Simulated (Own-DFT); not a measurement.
# Point defects and the pressure they add: wurtzite GaN

No measurement is shown. These are fixed-geometry runs of a retired plane-wave code named Own-DFT, which no person has reviewed; spin and spin-orbit coupling are neglected.

All runs used: PBE; PseudoDojo norm-conserving scalar-relativistic files; cutoff 42 hartree; 4 x 4 x 3 k mesh centred on Gamma; Fermi-Dirac smearing of 0.1 eV.

Limits (not all hold for every row): not probed for a lower state with spin; forces not confirmed at this smearing and k mesh; stress not checked against mesh or cutoff.

All runs share one cell, with vectors in Å (9.567, 0.000, 0.000); (-4.784, 8.285, 0.000); (0.000, 0.000, 10.370) and a volume of 822.0 Å³. Atoms were moved at random from their sites; u is the rms move along one axis. The defect's site can differ from row to row.

```
cell,formula,u (Å),P (GPa)
no defect,Ga36N36,0.0207,5.96
no defect,Ga36N36,0.0481,7.57
no defect,Ga36N36,0.0505,7.39
one Ga on an N site,Ga37N35,0.0297,12.12
one Ga on an N site,Ga37N35,0.0315,12.06
one Ga on an N site,Ga37N35,0.0483,?
one Ga on an N site,Ga37N35,0.0566,14.08
one N on a Ga site,Ga35N37,0.0272,5.45
one N on a Ga site,Ga35N37,0.0297,5.47
one N on a Ga site,Ga35N37,0.0478,6.64
```

## Analysis

P = P0 + c u² + a shift for each defect gives P0 = 5.54 GPa, c = 812 ± 53 GPa/Å² and a scatter of 0.15 GPa. The shifts, and each times the cell's volume:

- one Ga on an N site: 5.84 ± 0.12 GPa, 30.0 eV
- one N on a Ga site: -0.74 ± 0.12 GPa, -3.8 eV

Positive is outwards. The product with the volume (160.2 GPa Å³ to the eV) is nearly free of the cell's size; divided by the bulk modulus at the cell's pressure it gives the volume that the defect adds. The atoms around the defects weren't relaxed, which would change these numbers.

## Prediction

The question: what pressure belongs in the blank (one Ga on an N site, u = 0.0483 Å)?

The fitted form gives 13.27 ± 0.17 GPa. DFT gave 13.10 GPa.
